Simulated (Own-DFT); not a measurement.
# What random displacements cost in 3C SiC, 64 atoms (C32Si32)

These are calculations, not measurements. The program, named Own-DFT, is a retired in-house plane-wave density functional code that no person has reviewed. Each row is one single-point run on a periodic cell that was not relaxed, without spin or spin-orbit coupling.

Settings of every run: PBE; PseudoDojo norm-conserving scalar-relativistic files; cutoff 42 hartree; 4 x 4 x 4 k mesh centred on Gamma; Fermi-Dirac smearing of 0.1 eV.

Known limits, some of them of some rows only: some atoms lie very close together; forces on such cells passed a denser k mesh, each cell not checked; stress not checked against mesh or cutoff.

Cell vectors in Å: (8.719, 0.000, 0.000); (0.000, 8.719, 0.000); (0.000, 0.000, 8.719). In each run every atom was moved at random and independently from its ideal site; u is the rms move along one axis. E is the free energy for each atom above the fitted value at u = 0, and F the rms of the force components.

| run | u (Å) | E (meV/atom) | F (eV/Å) | largest force (eV/Å) | P (GPa) |
|---|---|---|---|---|---|
| 1 | 0.0293 | 35.6 | 0.882 | 2.75 | 3.84 |
| 2 | 0.0298 | 33.3 | 0.821 | 2.79 | 3.74 |
| 3 | 0.0317 | 37.6 | 0.900 | 2.96 | 3.90 |
| 4 | 0.0581 | 130.1 | 1.713 | 6.45 | 6.10 |
| 5 | 0.0608 | ? | ? | ? | ? |
| 6 | 0.0969 | 370.6 | 3.329 | 13.92 | 12.02 |
| 7 | 0.1002 | 387.2 | 3.092 | 12.73 | 12.03 |
| 8 | 0.1008 | 391.2 | 3.614 | 15.66 | 12.81 |
| 9 | 0.1397 | 780.1 | 5.260 | 24.72 | 23.22 |

## Worked fit

For small independent moves the energy grows as E = (3/2) K u², with K the mean stiffness felt by one atom. The runs with u up to 0.11 Å give K = 25.8 ± 0.4 eV/Å², with residuals divided by u² + 0.0006 Å², since the noise grows with the moves. The scatter is 2.9 meV/atom at u = 0.05 Å. The forces follow F = G u with G = 31.1 eV/Å²; no force at u = 0 is resolved. G exceeds K because the moves of its neighbours add to the force on an atom, and stiffness differs between atoms. The pressure follows P = 2.95 + 947 u² GPa: at fixed volume, shortened bonds push harder than stretched ones pull.

## Withheld run

Question: what energy and rms force should run 5 give?

The fit gives 143 ± 5 meV/atom and about 1.89 eV/Å. The calculation gave 126.0 meV/atom and 1.563 eV/Å. This run lies off the fit, by chance or by something that the fit leaves out.
